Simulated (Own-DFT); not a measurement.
## Calculated data, Si₁₂O₂₃ (quartz with two neutral oxygen vacancies, atoms displaced)

A calculation, not a measurement: plane-wave PBE and HSE06 DFT by an unreviewed code, no spin, of a simulated cell at Gamma alone, so results move with cell size and shape, stress positive in tension, energies less offsets, not probed for a lower state with spin; oxygen file: force components 24 meV/angstrom off all-electron in a glass; k mesh not checked against a denser one; forces and stress are PBE's, HSE06 gives the energy alone, and its difference from PBE has offsets of its own; offsets are fitted by least squares, one for each functional and potential file, so energies compare only between cells with the same atoms and settings and are not formation energies; the far tail of each file's local potential was reset to the Coulomb form; each entry is a single point on an unrelaxed cell, so the pressure reflects the starting lattice, mostly measured values (interpolated for alloys), from which strain is counted, and rises with the displacements; printed positions are rounded, which can move forces by about a meV/angstrom; the program, named Own-DFT, is a retired in-house code; no spin-orbit coupling. Program: Own-DFT development build.

Common to all runs: first functional PBE; second functional HSE06; exact exchange share 0.25; screening 0.11 1/bohr; exchange divergence Gygi-Baldereschi; potential files PseudoDojo norm-conserving, scalar-relativistic, made for PBE, standard set; wave cutoff 48 hartree; occupations fixed; k mesh 1 x 1 x 1 centred on Gamma.

(1) Si₁₂O₂₃ (quartz with two neutral oxygen vacancies, atoms displaced)

```
Si12O23
1.0
      9.8268     0.0000     0.0000
     -4.9134     8.5103     0.0000
      0.0000     0.0000    10.8104
Si O Si O Si O Si O Si O Si O Si O Si O
3 5 3 6 3 6 3 6 3 5 3 6 3 6 3 6
Direct
  0.23265 0.99098 0.99994
  0.00725 0.24104 0.32817
  0.26297 0.26488 0.16564
  0.20983 0.14623 0.06065
  0.42994 0.28791 0.22945
  0.07552 0.35788 0.44016
  0.13256 0.19899 0.27292
  0.28964 0.42467 0.10785
  0.24340 0.01049 0.49833
  0.00289 0.24047 0.83439
  0.25973 0.25457 0.66233
  0.19593 0.12879 0.55974
  0.44094 0.30431 0.72013
  0.37040 0.07422 0.89481
  0.07813 0.36307 0.94334
  0.12960 0.20386 0.78210
  0.28826 0.42136 0.60697
  0.23049 0.49908 0.99294
  0.00377 0.74071 0.33283
  0.27074 0.76391 0.16792
  0.21203 0.64337 0.06131
  0.42883 0.79359 0.22313
  0.36977 0.57594 0.38632
  0.08128 0.86975 0.43605
  0.12723 0.70478 0.27782
  0.29729 0.93189 0.10194
  0.23659 0.49254 0.49058
  0.00071 0.73889 0.83734
  0.27343 0.77286 0.66358
  0.19810 0.63589 0.55958
  0.41734 0.78472 0.72562
  0.35953 0.56430 0.89561
  0.07798 0.87915 0.93652
  0.14481 0.71019 0.76808
  0.29561 0.93167 0.61415
  0.73819 0.00471 0.00602
  0.51178 0.24000 0.33787
  0.76918 0.26918 0.16780
  0.70259 0.12495 0.06097
  0.92886 0.29388 0.22990
  0.85878 0.07295 0.39414
  0.63535 0.20730 0.27098
  0.79817 0.41709 0.10883
  0.73550 0.00532 0.49772
  0.49417 0.22338 0.83004
  0.77120 0.27635 0.66358
  0.71023 0.13552 0.56401
  0.93507 0.29473 0.73663
  0.85941 0.07122 0.89664
  0.58289 0.37356 0.94555
  0.62283 0.20666 0.77418
  0.79238 0.42385 0.60559
  0.73768 0.50768 0.00130
  0.49477 0.73587 0.32844
  0.77567 0.77269 0.16902
  0.69452 0.63216 0.05988
  0.93222 0.79665 0.22856
  0.86043 0.58240 0.39073
  0.57283 0.86433 0.44169
  0.62844 0.70798 0.27552
  0.79650 0.92791 0.10850
  0.74010 0.50338 0.49883
  0.51171 0.74282 0.82965
  0.76197 0.76565 0.66098
  0.71006 0.63010 0.56225
  0.91609 0.79102 0.72802
  0.86735 0.57119 0.89451
  0.57302 0.86700 0.94222
  0.63600 0.70845 0.76968
  0.79784 0.93027 0.60059
```

The calculation gives: PBE energy of cell above offsets -16.054 eV; HSE06 less PBE above offsets 0.126 eV; PBE pressure 9.29 GPa; PBE stress xx -10.29 GPa; PBE stress yy -8.22 GPa; PBE stress zz -9.37 GPa; PBE stress yz -0.03 GPa; PBE stress xz -0.6 GPa; PBE stress xy 1.47 GPa.

Force:
```
element  x (eV/Å)  y (eV/Å)  z (eV/Å)
     Si    -0.758     6.775     0.161
     Si     -0.15    -4.267       1.5
     Si      2.11     2.037     2.059
      O     1.797    -5.275    -3.972
      O    -1.437     0.213    -0.538
      O    -0.807     0.482      0.45
      O    -0.372    -0.188     0.833
      O    -1.022     1.722    -0.261
     Si     2.579    -0.695    -1.473
     Si     1.523    -4.206     4.184
     Si     0.145     3.284     4.522
      O    -0.763    -1.214    -1.114
      O     -2.29    -1.417    -0.315
      O    -1.495    -2.749     1.325
      O    -2.675    -1.361     0.155
      O     3.503    -0.173    -2.503
      O    -0.021     0.264    -0.761
     Si     1.165     1.733     5.113
     Si    -0.725    -1.009     1.651
     Si    -4.094     1.623      0.62
      O     0.268    -2.931    -2.438
      O    -0.101     1.452    -0.651
      O    -1.046    -2.313     0.892
      O     0.006     1.702     1.563
      O     4.363    -0.006    -2.696
      O     2.274    -2.528     3.575
     Si    -1.057     3.425     3.721
     Si     1.391    -0.905    -3.532
     Si    -2.096    -2.458    -1.816
      O     2.126    -2.268    -2.318
      O     5.088     0.851     1.922
      O     3.211     3.862    -3.771
      O    -2.342    -2.549     -1.07
      O    -4.801    -0.396     3.738
      O    -1.237     2.958    -1.894
     Si      0.77    -3.229    -2.149
     Si    -2.077     0.824     3.405
     Si     1.468    -5.332     0.428
      O    -2.471     3.876     2.956
      O    -0.852     0.879    -1.637
      O     2.602     2.791    -3.327
      O     1.044    -1.166     0.337
      O    -2.825     6.638    -3.619
     Si    -0.847    -1.903     1.042
     Si    -3.507     6.045     2.285
     Si     1.786    -5.386     4.687
      O    -0.704     0.784     0.383
      O    -6.336     2.057    -5.689
      O     1.687      1.83    -1.737
      O     -1.66    -3.399    -2.384
      O     7.658      0.02     -3.94
      O    -0.562     3.983    -1.166
     Si     0.726    -1.722     1.745
     Si     2.715     1.711     2.363
     Si    -3.284    -2.589     0.275
      O     1.136      1.32     1.216
      O    -0.541     0.915    -1.544
      O     1.551     0.463    -1.206
      O    -0.964     -0.21    -0.295
      O     2.962     0.434    -1.753
      O     0.467     0.698     0.413
     Si    -2.032    -3.369    -1.593
     Si    -3.526    -2.194     1.939
     Si     0.273     1.245     0.082
      O    -1.247     0.121    -0.345
      O     2.712     0.158     1.543
      O     1.241     1.479    -0.455
      O     0.179    -0.121    -0.011
      O    -0.009    -0.645     0.223
      O     0.209    -0.481     0.673
```

(2) Si₁₂O₂₃ (quartz with two neutral oxygen vacancies, atoms displaced)

```
Si12O23
1.0
      9.8268     0.0000     0.0000
     -4.9134     8.5103     0.0000
      0.0000     0.0000    10.8104
Si O Si O Si O Si O Si O Si O Si O Si O
3 6 3 5 3 5 3 6 3 6 3 6 3 6 3 6
Direct
  0.23172 0.01570 0.00093
  0.99879 0.22354 0.32965
  0.27083 0.26243 0.17200
  0.21806 0.14558 0.04596
  0.43130 0.28945 0.22188
  0.36616 0.07400 0.38732
  0.07546 0.36646 0.43599
  0.12181 0.20079 0.26712
  0.28656 0.43461 0.11156
  0.22972 0.00629 0.50174
  0.99468 0.23242 0.82904
  0.26633 0.26100 0.66141
  0.20683 0.12955 0.55618
  0.42004 0.28275 0.71856
  0.36662 0.07238 0.89889
  0.13138 0.20258 0.77511
  0.28388 0.41834 0.60931
  0.23771 0.50072 0.99685
  0.01144 0.74523 0.33305
  0.26274 0.76429 0.16322
  0.42735 0.80430 0.22736
  0.36067 0.55996 0.39264
  0.07931 0.87441 0.44033
  0.13426 0.70680 0.27021
  0.29295 0.92484 0.09878
  0.22994 0.49341 0.49697
  0.01280 0.73673 0.82840
  0.26427 0.77210 0.65807
  0.21132 0.63208 0.55727
  0.44053 0.80347 0.73642
  0.36480 0.57716 0.89003
  0.07756 0.86817 0.94051
  0.13098 0.71190 0.77178
  0.29443 0.93041 0.61410
  0.72292 0.99229 0.00091
  0.49480 0.24274 0.33394
  0.76375 0.27084 0.16378
  0.70339 0.13062 0.05291
  0.93489 0.29085 0.23296
  0.87596 0.07251 0.39247
  0.58245 0.37610 0.44327
  0.63693 0.20412 0.28113
  0.79360 0.43249 0.11734
  0.73466 0.00398 0.50826
  0.50807 0.23648 0.83530
  0.76250 0.27124 0.67045
  0.70114 0.12385 0.56474
  0.92074 0.29227 0.73328
  0.86402 0.07276 0.88938
  0.56927 0.36034 0.93565
  0.62563 0.20701 0.77866
  0.78765 0.43716 0.61051
  0.73896 0.50174 0.00398
  0.50618 0.73587 0.33097
  0.76280 0.75568 0.16468
  0.70362 0.62477 0.05932
  0.92542 0.80271 0.22900
  0.86771 0.56528 0.38979
  0.57513 0.85859 0.43824
  0.63287 0.70289 0.27028
  0.79498 0.92265 0.10820
  0.74574 0.50290 0.49893
  0.50605 0.73502 0.83331
  0.76440 0.77015 0.67150
  0.70994 0.62831 0.56580
  0.92362 0.79161 0.72103
  0.86612 0.56864 0.89938
  0.55985 0.85223 0.94092
  0.62581 0.69814 0.77666
  0.78356 0.91376 0.60845
```

Results for Si₁₂O₂₃ (quartz with two neutral oxygen vacancies, atoms displaced): PBE energy of cell above offsets -13.589 eV; HSE06 less PBE above offsets 0.287 eV; PBE pressure 9.67 GPa; PBE stress xx -12.68 GPa; PBE stress yy -8.65 GPa; PBE stress zz -7.69 GPa; PBE stress yz -0.58 GPa; PBE stress xz 2.34 GPa; PBE stress xy 4.86 GPa.

Force:
```
element  x (eV/Å)  y (eV/Å)  z (eV/Å)
     Si     6.806    -9.222    -3.442
     Si    -2.492     3.639     3.297
     Si    -4.891     1.806    -3.475
      O     -5.49     7.876     5.661
      O    -0.931     1.441    -1.776
      O    -1.379    -0.501     1.638
      O    -1.343    -2.247    -0.692
      O     7.177    -0.932    -2.686
      O     2.891    -2.982     2.587
     Si     7.218    -3.159    -2.216
     Si     3.673     1.574     4.038
     Si    -2.527    -0.013     2.619
      O    -4.148     4.153     1.831
      O     3.292     0.105     1.954
      O     1.137     1.411    -1.819
      O     0.834    -0.297    -1.513
      O     -0.54      1.31    -0.964
     Si     -4.05     0.119     -0.37
     Si    -2.433    -2.702    -0.517
     Si     1.752    -1.362     -3.09
      O     1.937     -0.45     1.383
      O     1.835     2.566     -1.95
      O    -1.413    -1.904    -0.594
      O    -0.732    -0.344     1.151
      O    -1.138      1.13      0.32
     Si     1.547     0.418     1.134
     Si    -10.29     1.072     4.997
     Si     4.706    -3.965     3.986
      O    -1.116     1.447     0.853
      O    -4.938     0.626    -4.471
      O     0.662    -0.966    -0.386
      O    -0.979    -0.715    -0.771
      O     8.489    -1.454      -4.7
      O    -2.172     4.062    -2.931
     Si     2.554    -1.039    -0.997
     Si     5.872    -1.015     3.145
     Si     3.123    -4.022     3.186
      O    -1.274     2.649      1.88
      O    -5.349     1.067    -4.471
      O    -2.567    -4.048      3.85
      O    -1.953    -2.602    -1.949
      O     -1.08     0.889    -0.802
      O     -0.46     1.437    -0.957
     Si     3.252    -4.192    -4.808
     Si    -9.132    -2.763    -0.023
     Si    -0.546    -0.551     -0.55
      O    -2.877     4.611      2.75
      O     -2.56     1.443    -3.032
      O    -1.446    -2.192     1.532
      O     1.146     4.698     4.315
      O     7.985    -0.897    -4.496
      O     3.988    -3.961     4.239
     Si    -0.298    -3.152    -2.154
     Si     -3.31     -2.25    -0.632
     Si    -0.836     1.856    -0.136
      O    -1.897     1.558     0.847
      O     2.381    -0.427     1.251
      O     1.835     2.973    -1.719
      O      0.63     2.567     2.231
      O     0.331    -0.961     0.066
      O    -1.156     0.432    -1.287
     Si    -3.309     2.635    -1.217
     Si    -2.709    -2.026     0.089
     Si     0.949    -6.555     0.556
      O    -0.792     1.469     0.071
      O     3.043     0.182     2.273
      O     1.942     2.026    -2.252
      O     1.304     3.746     3.772
      O     4.115    -0.251     -1.58
      O    -1.856     5.128    -2.075
```

(3) Si₁₂O₂₃ (quartz with two neutral oxygen vacancies, atoms displaced)

```
Si12O23
1.0
      9.8268     0.0000     0.0000
     -4.9134     8.5103     0.0000
      0.0000     0.0000    10.8104
Si O Si O Si O Si O Si O Si O Si O Si O
3 6 3 6 3 6 3 6 3 4 3 6 3 6 3 6
Direct
  0.23326 0.00449 0.00440
  0.99306 0.23477 0.33359
  0.26095 0.26155 0.16843
  0.19740 0.12935 0.05843
  0.43357 0.29770 0.23007
  0.35606 0.06465 0.40399
  0.07475 0.36068 0.43931
  0.13809 0.20869 0.27241
  0.28865 0.42593 0.10222
  0.23304 0.99961 0.49827
  0.00918 0.24104 0.83614
  0.27142 0.27511 0.66107
  0.20112 0.12327 0.55805
  0.42597 0.28863 0.73250
  0.36567 0.07823 0.90011
  0.06725 0.36520 0.94955
  0.13824 0.20053 0.76725
  0.29259 0.42834 0.60906
  0.23580 0.50004 0.00366
  0.99015 0.73115 0.32461
  0.26737 0.76378 0.16628
  0.19355 0.61650 0.06007
  0.42444 0.79342 0.21947
  0.35822 0.56805 0.38821
  0.07391 0.86219 0.44368
  0.13134 0.70987 0.27165
  0.30078 0.92885 0.10161
  0.23786 0.50843 0.50371
  0.99929 0.73787 0.82748
  0.26671 0.76659 0.67232
  0.21196 0.64499 0.56534
  0.42696 0.79146 0.72611
  0.36502 0.57897 0.89711
  0.06937 0.86385 0.94126
  0.14405 0.71059 0.77512
  0.28919 0.92245 0.60617
  0.73129 0.98907 0.00085
  0.49890 0.23244 0.34097
  0.76823 0.27108 0.16537
  0.70969 0.14277 0.05973
  0.86748 0.07075 0.38522
  0.57677 0.37120 0.44325
  0.62895 0.20791 0.27790
  0.73605 0.00470 0.49253
  0.50334 0.22810 0.83324
  0.75910 0.26930 0.67459
  0.70698 0.13513 0.55798
  0.91971 0.29087 0.72452
  0.86014 0.06974 0.89073
  0.57460 0.36778 0.95309
  0.62949 0.20661 0.77988
  0.78971 0.42771 0.61719
  0.74353 0.50838 0.99973
  0.50108 0.73328 0.33729
  0.75819 0.76362 0.17127
  0.71500 0.63796 0.05419
  0.92198 0.80029 0.23080
  0.86945 0.58523 0.39527
  0.57975 0.86294 0.44199
  0.61978 0.69481 0.28002
  0.79398 0.93248 0.09894
  0.73118 0.49244 0.50251
  0.50873 0.73655 0.82979
  0.76698 0.76672 0.67328
  0.70735 0.63480 0.55720
  0.93242 0.81159 0.72780
  0.87437 0.58076 0.88643
  0.55932 0.85968 0.94146
  0.63369 0.70785 0.77433
  0.78997 0.91802 0.61247
```

The calculation gives: PBE energy of cell above offsets -16.494 eV; HSE06 less PBE above offsets 0.301 eV; PBE pressure 8.12 GPa; PBE stress xx -10.46 GPa; PBE stress yy -6.88 GPa; PBE stress zz -7.01 GPa; PBE stress yz 1.42 GPa; PBE stress xz 2.79 GPa; PBE stress xy 0.17 GPa.

Force:
```
element  x (eV/Å)  y (eV/Å)  z (eV/Å)
     Si     0.772    -2.967    -1.854
     Si     0.298     1.766    -3.997
     Si     2.489     2.074    -1.827
      O    -1.287     1.894     1.535
      O    -1.711    -0.574    -0.457
      O     5.997     5.234    -6.827
      O     0.322     2.305     2.224
      O    -2.961    -0.843     2.423
      O     3.261    -2.619     3.543
     Si    -2.618    -4.998      4.85
     Si    -1.162    -2.086    -1.115
     Si     2.342    -5.756      1.25
      O    -2.004     4.557     2.358
      O    -0.657     0.877    -1.576
      O     0.542     -0.35    -0.687
      O     0.112    -0.932    -1.349
      O    -2.572     0.731     1.665
      O    -0.803     3.234    -1.327
     Si    -0.279    -0.355    -3.504
     Si     3.516     3.195     3.767
     Si    -3.423    -1.039    -2.644
      O    -2.497     4.434     3.011
      O     4.376    -0.031     3.065
      O     0.122      0.61     0.363
      O    -1.299    -1.737    -2.107
      O     0.338    -0.252    -0.653
      O     0.088     -0.78     0.944
     Si    -1.636    -1.008    -0.848
     Si     2.645     2.619     0.205
     Si     0.759     3.114    -1.303
      O      0.87    -3.686    -3.109
      O     1.767     0.434     0.215
      O     1.025     0.064     -1.34
      O     0.435     0.724     0.352
      O    -3.968    -1.111     3.091
      O     0.308     0.741     0.605
     Si    -5.828     4.741     -5.19
     Si    -1.865    -1.121    -0.413
     Si     0.386     2.141     1.554
      O     1.055    -2.882    -1.686
      O    -0.576    -2.403     1.153
      O    -2.005    -2.703    -0.953
      O     2.001    -0.293    -0.819
     Si     2.179    -0.275     4.039
     Si    -6.555     2.637     4.941
     Si     2.229    -2.822    -1.842
      O    -0.561     0.957     0.738
      O     2.489     0.216     1.811
      O     0.732      0.96    -0.593
      O     0.093     -1.26    -2.161
      O     5.215     -1.33    -1.943
      O    -0.742     1.631    -1.186
     Si     2.655     -3.75    -0.109
     Si    -4.688     0.228    -0.702
     Si    -0.654     0.252    -1.675
      O    -2.107     3.113     2.593
      O     -1.65     0.925    -1.898
      O    -1.359    -4.264     1.634
      O    -1.497    -0.706    -0.459
      O     4.526     0.092    -3.233
      O     4.443    -4.621     6.694
     Si     1.586     4.819     1.053
     Si    -5.358    -0.899     1.986
     Si     0.531    -1.919    -3.163
      O      0.15    -0.048     1.288
      O     1.774    -0.487      0.62
      O    -1.385    -2.935     1.112
      O     1.354     1.764     1.223
      O     2.621    -1.523     0.075
      O    -2.694     4.279    -3.423
```
